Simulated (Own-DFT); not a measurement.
# Computed records: AlGa3N4 (wurtzite random alloy, strained, atoms displaced)

Computed with Own-DFT development build. A calculation, not a measurement: plane-wave PBE density functional theory by an unreviewed code, no spin, of a simulated periodic cell, stress positive in tension, free energy of the whole cell less one offset for each atom, forces on such cells passed a denser k mesh, this cell's mesh not checked; offsets are fitted by least squares, one for each functional and potential file, so energies compare only between cells with the same atoms and settings and are not formation energies; the far tail of each file's local potential was reset to the Coulomb form; each entry is a single point on an unrelaxed cell, so the pressure reflects the starting lattice, mostly measured values, from which strain is counted, and rises with the displacements; printed positions are rounded, which can move forces by about a meV/angstrom; the program is a retired in-house code; no spin-orbit coupling.

```xyz
72
Lattice="9.6281 0.0000 0.0000 -4.8141 8.3382 0.0000 0.0000 0.0000 10.2685" Properties=species:S:1:pos:R:3:force_x:R:1:force_y:R:1:force_z:R:1 formula=AlGa3N4 functional=PBE potential_files=PseudoDojo_norm-conserving,scalar-relativistic,standard_set wave_cutoff=42 occupations=Fermi-Dirac smearing_width=0.1 k_mesh=4_x_4_x_3_centred_on_Gamma free_energy_of_cell_above_offsets=6.804 pressure=2.57 stress_xx=0.02 stress_yy=-0.3 stress_zz=-7.44 stress_yz=1.05 stress_xz=-0.42 stress_xy=0.52
Ga     0.0480     1.8807     0.0426     -1.445     -0.639      0.187
Al     1.6150     0.9539     2.6311     -0.452     -1.138     -1.884
N     -0.0055     1.8604     2.0242       1.14     -0.837      0.059
N      1.7084     0.7882     4.4793     -1.258      3.802     -0.779
Ga     0.0490     1.8913     5.2111     -0.547     -0.285     -1.444
Ga     1.6839     0.8970     7.7270     -0.653      0.337     -0.366
N     -0.0518     1.8627     7.0844       0.63     -0.539      0.494
N      1.5533     0.9278     9.6301      1.256       0.45      0.317
Ga    -1.5963     4.6454    10.2496     -0.602     -0.309      0.749
Ga     0.0484     3.7028     2.6359     -0.662      0.375      -1.84
N     -1.5234     4.5866     1.9116     -1.202      0.291      0.927
N     -0.0732     3.7453     4.4787      1.812     -0.662      2.185
Ga    -1.6629     4.5758     5.1834      0.477      1.111     -0.451
Ga    -0.1022     3.6963     7.7682      3.072     -1.085      0.127
N     -1.5145     4.5657     7.1187     -3.029       1.59     -0.688
N      0.0101     3.6826     9.6689      -0.39      0.177     -0.025
Ga    -3.3042     7.4721     0.0191       1.47     -0.946     -0.061
Ga    -1.5494     6.4927     2.5830     -0.618     -0.941     -0.719
N     -3.2285     7.3475     1.8992     -0.497      1.252       2.14
N     -1.6483     6.3988     4.4991      0.462      1.143      0.901
Ga    -3.2513     7.4971     5.1467      0.866     -4.031       0.63
Ga    -1.5824     6.4759     7.7073       0.59     -0.109      0.582
N     -3.1481     7.3505     7.0732     -0.596      0.842      0.343
N     -1.5513     6.5000     9.6924     -1.349      0.075     -0.664
Ga     3.2686     1.8350     0.0454     -0.828      0.112     -2.468
Ga     4.7560     0.9432     2.6187      1.154     -0.837     -1.829
N      3.2195     1.8209     1.8572     -1.238      0.484      3.058
N      4.8067     0.9066     4.4452      0.649      1.154      2.195
Ga     3.1622     1.7763     5.1660      1.594        1.2      -0.25
Ga     4.8370     0.9372     7.7409     -0.357     -0.353     -0.911
N      3.2737     1.8738     7.0646     -0.977      0.764      0.957
N      4.8132     0.9446     9.5846      0.798      0.606      2.546
Ga     1.5565     4.6230    10.2498       0.09      1.038       1.02
Al     3.2545     3.6492     2.4976     -0.583      1.179      0.397
N      1.5704     4.7108     1.9816      1.802     -1.757      0.079
N      3.3026     3.6964     4.4836     -1.942     -0.124      -0.43
Al     1.5819     4.6235     5.1174      0.303      0.357      0.433
Al     3.2935     3.7409     7.7881     -1.743     -0.679     -0.914
N      1.5563     4.6033     7.0944      1.407     -0.405     -0.502
N      3.1744     3.7468     9.6879      0.214     -0.728     -0.938
Ga    -0.0145     7.4686     0.0501      0.087     -0.282     -0.422
Ga     1.6302     6.5179     2.6689      0.466     -0.449     -1.078
N      0.1038     7.3504     1.9469      -1.43      1.766      0.654
N      1.5721     6.5335     4.5634      1.141     -1.661       0.54
Ga     0.0484     7.4658     5.1051      -1.76     -1.016      1.315
Ga     1.5758     6.4382     7.7749      0.462      0.951     -0.651
N     -0.0123     7.4514     7.1695      0.449     -0.619     -1.463
N      1.5485     6.5362     9.7181      0.852     -0.958     -0.566
Al     6.4223     1.8740     0.0868      0.464     -1.005     -0.922
Ga     7.9773     0.9296     2.6382       0.66      -0.18      -1.66
N      6.4184     1.8871     1.9902     -0.495     -0.856     -0.512
N      8.0072     0.8543     4.4994     -0.223      3.094       1.19
Al     6.4368     1.8565     5.1697     -0.633     -0.482     -1.022
Al     8.0095     0.9796     7.6419     -0.529     -0.568      1.437
N      6.3279     1.8306     7.0176      2.297      0.437       0.04
N      8.0231     0.9261     9.6317      -0.59      0.551      0.053
Ga     4.7885     4.6289    10.2612      0.866     -0.056      0.147
Ga     6.3746     3.6886     2.6598      1.359      0.886     -1.308
N      4.8400     4.5630     1.8955     -1.257      1.135      1.813
N      6.3764     3.6929     4.5788     -0.414     -0.886      0.592
Al     4.7938     4.5486     5.1758        0.3      1.518     -0.045
Ga     6.4047     3.7377     7.6653      0.903     -1.393      1.324
N      4.8366     4.5645     7.1069     -1.175      1.114     -0.696
N      6.3651     3.6053     9.6927        0.6      1.044     -0.931
Ga     3.2193     7.3508     0.0306     -0.617      1.274     -0.408
Al     4.7453     6.4945     2.6444      1.673     -0.743     -0.386
N      3.2565     7.3694     1.9636     -0.168      0.483      0.725
N      4.8344     6.5143     4.6009     -0.927     -1.603     -1.152
Ga     3.2044     7.4941     5.1470      0.223     -2.393        1.2
Ga     4.8670     6.4750     7.7332     -0.832      0.497     -0.565
N      3.2651     7.5158     7.1072     -0.484     -0.953      0.247
N      4.8117     6.4835     9.6769     -0.088      -0.58     -0.652
```

Units: wave_cutoff in hartree; smearing_width, free_energy_of_cell_above_offsets in eV; pressure, stress_xx, stress_yy, stress_zz, stress_yz, stress_xz, stress_xy in GPa; force_x, force_y, force_z in eV/Å.
